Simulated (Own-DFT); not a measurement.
# Point defects and the pressure they add: D0_22 TiAl3

The numbers are computed, not measured, by runs of the plane-wave DFT program Own-DFT (in-house, retired, unreviewed) at fixed positions, with no spin and no spin-orbit coupling.

Settings: PBE; PseudoDojo norm-conserving scalar-relativistic files; cutoff 42 hartree; 4 x 4 x 4 k mesh centred on Gamma; cold (Marzari-Vanderbilt) smearing of 0.2 eV.

Keep in mind: forces on such cells failed a check on a denser k mesh; stress not checked against mesh or cutoff.

All runs share one cell, with vectors in Å (-2.365, -6.981, 4.326); (-7.667, 3.491, 1.442); (-2.950, -3.488, -7.241) and a volume of 625.4 Å³. The atoms are randomly displaced, by u rms on each axis. The defect's site can differ from row to row.

| cell | formula | u (Å) | P (GPa) |
|---|---|---|---|
| no defect | Al30Ti10 | 0.0201 | 1.99 |
| no defect | Al30Ti10 | 0.0218 | 2.02 |
| no defect | Al30Ti10 | 0.0500 | 2.73 |
| two Ti on an Al site each | Al28Ti12 | 0.0329 | 3.43 |
| two Ti on an Al site each | Al28Ti12 | 0.0488 | 3.75 |
| two Ti on an Al site each | Al28Ti12 | 0.0492 | 3.56 |
| one Ti vacancy | Al30Ti9 | 0.0296 | 1.84 |
| one Ti vacancy | Al30Ti9 | 0.0311 | 1.91 |
| one Ti vacancy | Al30Ti9 | 0.0505 | 2.25 |
| two Al vacancies | Al28Ti10 | 0.0323 | 1.27 |
| two Al vacancies | Al28Ti10 | 0.0365 | 1.42 |
| two Al vacancies | Al28Ti10 | 0.0460 | 1.58 |
| two Al on a Ti site each | Al32Ti8 | 0.0300 | 2.93 |
| two Al on a Ti site each | Al32Ti8 | 0.0356 | 3.10 |
| two Al on a Ti site each | Al32Ti8 | 0.0474 | ? |
| two Al on a Ti site each | Al32Ti8 | 0.0478 | 3.31 |

## What the rows give

P = P0 + c u² + a shift for each defect gives P0 = 1.94 GPa, c = 277 ± 30 GPa/Å² and a scatter of 0.08 GPa. The shifts, and each times the cell's volume:

- two Ti on an Al site each: 1.10 ± 0.07 GPa, 4.3 eV (2.1 eV for each of its 2 sites)
- two Al on a Ti site each: 0.77 ± 0.07 GPa, 3.0 eV (1.5 eV for each of its 2 sites)
- one Ti vacancy: -0.34 ± 0.07 GPa, -1.3 eV
- two Al vacancies: -0.93 ± 0.07 GPa, -3.6 eV (-1.8 eV for each of its 2 sites)

Positive is outwards. The product with the volume (160.2 GPa Å³ to the eV) is nearly free of the cell's size; divided by the bulk modulus at the cell's pressure it gives the volume that the defect adds. The atoms around the defects weren't relaxed, which would change these numbers.

## Withheld run

Asked: what pressure belongs in the blank (two Al on a Ti site each, u = 0.0474 Å)?

From the fit: 3.32 ± 0.10 GPa. Computed: 3.37 GPa.
